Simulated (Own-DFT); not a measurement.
# How strain changes the stress of wurtzite AlN, 72 atoms (Al36N36)

All numbers below are calculated, not measured. They come from Own-DFT, an in-house plane-wave density functional program, since retired, whose code no person has reviewed. Each row is one single-point run on a periodic cell that was not relaxed, without spin or spin-orbit coupling.

Settings of every run: PBE; PseudoDojo norm-conserving scalar-relativistic files; cutoff 42 hartree; 4 x 4 x 3 k mesh centred on Gamma; Gaussian smearing of 0.01 eV.

Known limits: k mesh not checked against a denser one; stress not checked against mesh or cutoff.

Unstrained cell vectors in Å: (9.336, 0.000, 0.000); (-4.668, 8.085, 0.000); (0.000, 0.000, 9.964). The unstrained cell has measured lattice constants (interpolated for alloys), not those of this functional. That, the random moves and any unrelaxed bonds set the pressure at no strain. Each run strains this cell uniformly, with the atoms carried along. Every atom was also moved at random, by a Gaussian of width 0.05 Å on each axis. Strain is the symmetric tensor, in per cent. Stress is positive in tension, and the pressure is minus a third of its trace.

```
run  e_xx (%)  e_yy (%)  e_zz (%)  e_yz (%)  e_xz (%)  e_xy (%)  s_xx (GPa)  s_yy (GPa)  s_zz (GPa)  s_yz (GPa)  s_xz (GPa)  s_xy (GPa)  P (GPa)  E (meV/atom)
  1      0.79      1.36      0.50     -0.01      1.43     -0.07        0.18        0.11       -1.15        0.40        3.83        0.24     0.29          14.1
  2      0.31      0.16      1.89      1.67     -0.24     -1.53       -2.62       -3.70        1.83        3.36       -0.55       -5.40     1.50          22.6
  3     -0.07     -0.35     -1.45      1.74     -1.48     -1.78       -9.98       -9.35      -11.52        4.87       -2.74       -8.68    10.28          48.6
  4      0.80      1.94      0.81      0.70     -0.55     -1.50        0.68        5.31       -0.79        1.16       -1.68       -5.08    -1.73           0.0
  5     -1.85      0.02      1.20      1.19     -0.17     -1.05      -14.71       -7.45       -0.66        3.60       -0.38       -5.13     7.61          27.5
  6      0.47     -1.41      0.86      1.55      0.72      0.32       -6.30       -9.81       -2.72        3.45        2.50        2.40     6.28          32.1
  7     -0.43     -0.61     -1.30      1.47      1.00     -1.94      -10.47      -10.47      -11.55        3.19        2.48       -7.73    10.83          35.2
  8     -0.88     -0.64     -1.05     -0.29     -1.28     -1.17      -12.41      -12.98      -10.77       -1.47       -3.57       -4.57    12.05          49.9
  9      1.87      0.02      1.10     -0.35      1.17      1.56        2.63       -3.98        0.67        0.62        2.44        5.79     0.23          29.6
 10      0.07     -0.36     -1.86      1.41      1.69     -0.46       -9.26       -9.22      -13.52        4.89        4.65       -2.12    10.67          40.7
 11      1.03      0.42      1.72      1.60      0.51      1.99        0.81       -2.25        3.13        3.43        1.64        5.41    -0.56          14.2
 12      0.46     -1.65     -1.58      1.38     -0.05     -0.13       -5.62      -14.69      -14.71        4.17       -0.28       -1.44    11.68          23.9
 13     -1.55     -1.13     -1.20      1.61      0.75     -0.04      -14.53      -15.14      -16.55        4.14        3.16        2.15    15.41          59.4
 14      0.09      0.86      1.96     -0.42     -0.57     -1.44       -3.14       -1.75        3.59       -1.62       -2.25       -5.20     0.43          19.4
 15     -1.56     -0.07     -1.73     -0.18      1.24      0.40      -15.95       -8.54      -15.16        0.34        2.59        1.78    13.22          41.3
 16      0.24     -1.59     -0.03      0.23      0.55     -0.79       -5.95      -14.32       -5.94        0.04        1.41       -2.02     8.74          32.8
 17      0.80     -0.76     -0.03      0.34      0.24     -1.63       -3.80       -8.53       -4.29        1.35        1.75       -7.63     5.54          10.6
 18     -1.57      0.89     -1.35      0.37     -0.50     -1.03           ?           ?           ?           ?           ?           ?        ?             ?
```

E is the free energy for each atom above the lowest run shown.

## Worked fit

Each stress component was fitted by least squares to a constant and the strains of the runs shown, as fractions, with shears doubled. Shear strains stay in the fit of a normal stress only where such slopes are resolved. The slopes, in GPa:

```
stress  at no strain  per e_xx  per e_yy  per e_zz  scatter
  s_xx          -6.4  473 ± 29  102 ± 31   95 ± 24     1.08
  s_yy          -6.5  118 ± 28  462 ± 30   74 ± 23     1.04
  s_zz          -5.7  102 ± 35   81 ± 37  438 ± 29     1.30
```

Each shear stress against twice its own strain: yz 121 ± 12, xz 129 ± 10, xy 180 ± 17 GPa. These are stiffnesses along x, y and z of the frame in which the cell vectors are given, which need not be the crystal's axes. The atoms are held to the strained lattice; where symmetry lets them move under strain, relaxing them would lower some slopes. The table should be nearly symmetric about its diagonal, and what it lacks of that shows the noise. A ninth of its sum, 216 ± 4 GPa, estimates the bulk modulus near the mean pressure of these runs, 6.6 GPa, so it lies above the value at zero pressure.

## Withheld run

Question: what normal stresses and pressure should run 18 give?

The fit gives s_xx = -14.2, s_yy = -5.2, s_zz = -12.5 and P = 10.6 GPa. The calculation gave -13.28, -4.67, -12.78 and P = 10.24 GPa.
